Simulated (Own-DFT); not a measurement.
# How much smaller does PBEsol make it? C11b WSi2, 30 atoms (Si20W10)

Source: density functional calculations with Own-DFT, an unreviewed in-house program that is no longer used. Nothing was measured or relaxed, and spin and spin-orbit coupling are left out.

Keep in mind: forces on such cells failed a check on a denser k mesh; stress not checked against mesh or cutoff.

Each geometry was run with PBE and with PBEsol, otherwise alike: PseudoDojo norm-conserving scalar-relativistic files made for PBE; cutoff 50 hartree; 5 x 5 x 5 k mesh centred on Gamma; cold (Marzari-Vanderbilt) smearing of 0.2 eV. Unstrained cell vectors in Å: (-2.148, -5.953, 3.409); (-6.444, 2.976, 1.136); (-2.553, -2.948, -6.757). Each has a uniform strain, of which the change of volume is shown, and random moves of rms u per axis.

```
run,volume change (%),u (Å),P with PBE (GPa),P with PBEsol (GPa)
1,-4.12,0.0562,20.29,15.98
2,-0.09,0.0506,6.49,2.38
3,0.08,0.0508,5.95,1.86
4,-0.19,0.0489,5.62,1.52
5,0.47,0.0499,5.67,1.59
6,-1.71,0.0554,11.41,7.20
7,-0.56,0.0524,8.86,4.74
8,0.56,0.0576,5.65,1.60
9,-0.21,0.0492,6.73,2.64
10,-1.05,0.0464,7.82,3.67
11,-1.54,0.0539,10.11,?
```

The question: by how much does PBEsol shrink this cell, and what belongs in the blank?

## Solution

Write v for the change of volume as a fraction. Fitted to v and u², the PBE pressure has a slope of -301 ± 19 GPa in v, with the ions held to the strained lattice. The difference PBEsol less PBE is -4.09 + 5.5 v GPa (slope ± 0.3) and averages -4.13 GPa. Divided by the mean slope of the two, 298 GPa, that makes PBEsol's volume at a given pressure, near 6 GPa, about 1.4 % smaller, or 0.46 % in lengths. At one volume PBEsol's slope is the smaller by 5 GPa, but its pressure there is lower too. If stiffness rises by about 4 GPa for each GPa, PBEsol at equal pressure is stiffer by about 11 GPa. Files made for PBEsol would give a different shift.

For run 11 the line gives 5.94 GPa. The hidden result is 5.93 GPa.
